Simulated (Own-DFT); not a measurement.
# What a defect does to the pressure of its cell: zincblende InP

The numbers are computed, not measured, by runs of the plane-wave DFT program Own-DFT (in-house, retired, unreviewed) at fixed positions, with no spin and no spin-orbit coupling.

All runs used: PBE; PseudoDojo norm-conserving scalar-relativistic files; cutoff 36 hartree; 2 x 3 x 3 k mesh centred on Gamma; Fermi-Dirac smearing of 0.1 eV.

Limits (not all hold for every row): not probed for a lower state with spin; forces on such cells failed a check on a denser k mesh; forces not confirmed at this smearing and k mesh; stress not checked against mesh or cutoff.

All runs share one cell, with vectors in Å (17.606, 0.000, 0.000); (0.000, 11.737, 0.000); (0.000, 0.000, 11.737) and a volume of 2425.5 Å³. Atoms were moved at random from their sites; u is the rms move along one axis. The defect's site can differ from row to row.

| cell | formula | u (Å) | P (GPa) |
|---|---|---|---|
| no defect | In48P48 | 0.0181 | 3.20 |
| no defect | In48P48 | 0.0196 | 3.20 |
| no defect | In48P48 | 0.0502 | 3.60 |
| two P vacancies | In48P46 | 0.0469 | 3.25 |
| two P vacancies | In48P46 | 0.0500 | 3.20 |
| two P vacancies | In48P46 | 0.0521 | 3.19 |
| one P on an In site | In47P49 | 0.0290 | 3.15 |
| one P on an In site | In47P49 | 0.0303 | 3.16 |
| one P on an In site | In47P49 | 0.0474 | ? |
| one P on an In site | In47P49 | 0.0519 | 3.45 |
| two P on an In site each | In46P50 | 0.0311 | 3.00 |
| two P on an In site each | In46P50 | 0.0500 | 3.27 |
| two P on an In site each | In46P50 | 0.0512 | 3.38 |
| one In on a P site and one P on an In site | In48P48 | 0.0297 | 3.54 |
| one In on a P site and one P on an In site | In48P48 | 0.0491 | 3.88 |
| one In on a P site and one P on an In site | In48P48 | 0.0524 | 3.82 |

## What the rows give

P = P0 + c u² + a shift for each defect gives P0 = 3.14 GPa, c = 176 ± 17 GPa/Å² and a scatter of 0.05 GPa. The shifts, and each times the cell's volume:

- one In on a P site and one P on an In site: 0.25 ± 0.05 GPa, 3.8 eV
- one P on an In site: -0.15 ± 0.04 GPa, -2.3 eV
- two P on an In site each: -0.29 ± 0.05 GPa, -4.3 eV (-2.2 eV for each of its 2 sites)
- two P vacancies: -0.36 ± 0.05 GPa, -5.5 eV (-2.8 eV for each of its 2 sites)

A positive shift means that the defect pushes the cell outwards. Shift times volume (160.2 GPa Å³ is 1 eV) depends little on the cell's size, so, taken for each site, it can be compared between cells at like pressure. The atoms around the defects weren't relaxed, which would change these numbers.

## Prediction

Asked: what pressure belongs in the blank (one P on an In site, u = 0.0474 Å)?

The fit gives 3.39 ± 0.06 GPa. The hidden result is 3.43 GPa.
